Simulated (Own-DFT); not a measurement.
# Strain and stress in wurtzite AlGaN with randomly placed atoms, 72 atoms (Al27Ga9N36)

These are calculations, not measurements. The program, named Own-DFT, is a retired in-house plane-wave density functional code that no person has reviewed. Each row is one single-point run on a periodic cell that was not relaxed, without spin or spin-orbit coupling.

Settings of every run: PBEsol; PseudoDojo norm-conserving scalar-relativistic files, made for PBE; cutoff 42 hartree; 4 x 4 x 3 k mesh centred on Gamma; Fermi-Dirac smearing of 0.1 eV.

Known limits: forces on such cells passed a denser k mesh, each cell not checked; stress not checked against mesh or cutoff.

Unstrained cell vectors in Å: (9.394, 0.000, 0.000); (-4.697, 8.135, 0.000); (0.000, 0.000, 10.066). The unstrained cell has measured lattice constants (interpolated for alloys), not those of this functional. That, the random moves and any unrelaxed bonds set the pressure at no strain. Each run strains this cell uniformly, with the atoms carried along. Every atom was also moved at random, by a Gaussian of width 0.05 Å on each axis. The random placing of the alloy's atoms differs from row to row. Strain is the symmetric tensor, in per cent. Stress is positive in tension, and the pressure is minus a third of its trace.

```
run  e_xx (%)  e_yy (%)  e_zz (%)  s_xx (GPa)  s_yy (GPa)  s_zz (GPa)  P (GPa)  E (meV/atom)
  1      1.25      1.25      0.00        3.31        4.89       -4.35    -1.29          21.3
  2      0.25      0.25      0.00       -2.15       -0.02       -5.06     2.41          22.2
  3     -0.25     -0.25      0.00       -2.73       -6.57       -4.16     4.49          20.2
  4     -2.00     -2.00      0.00      -17.55      -13.64       -7.79    12.99          41.5
  5      2.75      2.75      0.00        8.83       10.10        1.01    -6.65          33.0
  6      1.75      1.75      0.00        7.02        4.85       -2.23    -3.21          19.5
  7      1.25      1.25      0.00        5.36        1.98       -1.14    -2.06           0.0
  8      1.75      1.75      0.00        6.27        6.22       -2.46    -3.34          19.1
  9      2.75      2.75      0.00       10.01        9.31       -0.47    -6.28          35.6
 10      2.50      2.50      0.00           ?           ?           ?        ?             ?
```

E is the free energy for each atom above the lowest run shown.

## Worked fit

The change of volume is close to e_xx + e_yy + e_zz. A straight line through the runs shown gives P = 3.98 - 201 x (fractional change of volume) GPa, with an error of 9 on the slope and a scatter of 0.75 GPa. The strain isn't the same on all axes and the cell isn't cubic, so the slope belongs to this path and is not the bulk modulus.

## Withheld run

Question: what pressure should run 10 give? Its volume changes by 5.06 %.

The line gives -6.2 GPa. The calculation gave -5.74 GPa.
